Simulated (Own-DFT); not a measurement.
# Same atoms, different arrangement: C34N2Si36, 72 atoms

These are calculations, not measurements. The program, named Own-DFT, is a retired in-house plane-wave density functional code that no person has reviewed. Each row is one single-point run on a periodic cell that was not relaxed, without spin or spin-orbit coupling.

Settings of every run: PBE; PseudoDojo norm-conserving scalar-relativistic files; cutoff 42 hartree; 4 x 4 x 3 k mesh centred on Gamma; Fermi-Dirac smearing of 0.1 eV.

Known limits: not probed for a lower state with spin; forces on such cells passed a denser k mesh, each cell not checked; stress not checked against mesh or cutoff.

All cells hold the same atoms in the same cell, with vectors in Å (9.248, 0.000, 0.000); (-4.624, 8.009, 0.000); (0.000, 0.000, 10.068). Every atom was moved at random from its ideal site; u is the rms move along one axis. The defect's site can differ from row to row. E is the free energy of the cell above the lowest run. The arrangements:

- A: 4H SiC, with two N on a C site each, 3.1 Å apart
- B: 2H SiC, with two N on a C site each, 3.1 Å apart

| arrangement | u (Å) | E (eV) | P (GPa) |
|---|---|---|---|
| A | 0.0270 | 0.000 | 2.48 |
| A | 0.0285 | 0.742 | 2.81 |
| A | 0.0307 | 0.745 | 2.64 |
| A | 0.0472 | 4.218 | 4.12 |
| A | 0.0479 | 4.183 | 3.83 |
| A | 0.0484 | 4.693 | 4.02 |
| B | 0.0282 | 1.145 | 2.75 |
| B | 0.0295 | 1.587 | 2.98 |
| B | 0.0295 | 1.517 | 2.92 |
| B | 0.0487 | 4.891 | 4.32 |
| B | 0.0502 | 5.738 | 4.36 |
| B | 0.0512 | 5.852 | 4.41 |

Question: once the cost of the random moves is taken out, how do the arrangements rank?

## Worked answer

Fit E = a + b u², with one b for all and one a for each arrangement, and with residuals divided by u², since the noise grows with the moves. Then b = 2582 eV/Å², the scatter at u = 0.04 Å is 0.31 eV, and against A:

- B: 0.85 ± 0.13 eV (higher)

These are energies of unrelaxed cells. Relaxing the atoms lowers the strained arrangements most, so the gaps would shrink and small ones could change sign.
